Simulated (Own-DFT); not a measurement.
## Calculated data, SiC (4H silicon carbide, atoms displaced)

All values are calculated (Own-DFT development build). A calculation, not a measurement: plane-wave PBE density functional theory by an unreviewed code, no spin, of a simulated periodic cell, stress positive in tension, free energy of the whole cell less one offset for each atom, forces on such cells passed a denser k mesh, this cell's mesh not checked; offsets are fitted by least squares, one for each functional and potential file, so energies compare only between cells with the same atoms and settings and are not formation energies; the far tail of each file's local potential was reset to the Coulomb form; each entry is a single point on an unrelaxed cell, so the pressure reflects the starting lattice, mostly measured values (interpolated for alloys), from which strain is counted, and rises with the displacements; printed positions are rounded, which can move forces by about a meV/angstrom; the program, named Own-DFT, is a retired in-house code; no spin-orbit coupling.

```xyz
32
Lattice="6.1654 0.0000 0.0000 -3.0827 5.3394 0.0000 0.0000 0.0000 10.0681" Properties=species:S:1:pos:R:3:force_x:R:1:force_y:R:1:force_z:R:1 formula=SiC functional=PBE potential_files=PseudoDojo_norm-conserving,scalar-relativistic,standard_set wave_cutoff=42 occupations=Fermi-Dirac smearing_width=0.1 hardware=one_NVIDIA_H100 k_mesh=5_x_5_x_3_centred_on_Gamma free_energy_of_cell_above_offsets=-1.296 pressure=6.37 stress_xx=-5.57 stress_yy=-4.87 stress_zz=-8.68 stress_yz=0.52 stress_xz=0.49 stress_xy=-1.47 wall_time=117.8
Si     3.0232     5.3373     4.0626      0.605      0.448     -0.016
Si     0.0547     1.7994     1.6178     -0.971      1.024      -1.48
C      3.0043     5.2955     0.9206      3.146      3.184     -0.849
C      0.0391     1.9337     3.5035     -4.198     -3.984     -1.606
Si     4.5343     2.7409     4.1345      0.707     -2.441      1.102
Si    -1.6777     4.4977     1.5728      2.737      -1.65      0.445
C      4.5505     2.6713     0.9110      2.112      0.927      0.981
C     -1.5469     4.3627     3.4681      -1.65      3.451     -0.913
Si     2.9890     0.0512     4.1181        0.5     -1.104     -2.985
Si     3.1611     1.7652     1.5616     -2.442      0.381      1.323
C      3.0259     0.0355     0.9985      0.235     -0.913     -0.957
C      3.0711     1.7455     3.5135     -0.932      2.187     -1.351
Si     1.4249     2.7245     4.0346      4.621      1.599      2.488
Si     1.6047     4.5641     1.5219     -4.913     -2.982      1.271
C      1.5779     2.7162     0.8673     -0.012     -0.124      4.109
C      1.4325     4.5371     3.3793      1.409     -0.441      1.457
Si    -3.0223     5.2881     9.0908     -0.672      1.963      0.052
Si     3.1462     3.6095     6.6447     -2.028     -2.016     -1.775
C     -3.0322     5.3085     5.9713     -1.784      0.273     -0.642
C      3.0475     3.5668     8.4143      0.036      0.336      2.717
Si     4.4883     2.6659     9.1535      2.995      1.158     -1.424
Si     4.6384     0.7758     6.5778     -1.195      2.745      0.776
C      4.5959     2.7128     6.0586      1.139     -1.466     -1.451
C      4.6539     0.9624     8.5739      -0.05     -2.617     -1.533
Si     3.0987     0.0328     9.1631      0.456     -1.373     -0.325
Si     0.0282     3.6211     6.6094     -1.715     -0.516     -0.081
C      2.9685     0.0463     5.8438       1.85     -0.774      4.186
C     -0.0213     3.5605     8.4444       0.16      0.601      2.446
Si     1.5890     2.7067     9.2143     -2.087     -0.413     -4.471
Si     1.4796     0.9021     6.5899      1.378      0.704      1.246
C      1.4435     2.6449     6.0408      1.992      1.577     -1.924
C      1.6188     0.8975     8.5434      -1.43      0.256     -0.817
```

Units: wave_cutoff in hartree; smearing_width, free_energy_of_cell_above_offsets in eV; pressure, stress_xx, stress_yy, stress_zz, stress_yz, stress_xz, stress_xy in GPa; wall_time in s; force_x, force_y, force_z in eV/Å.
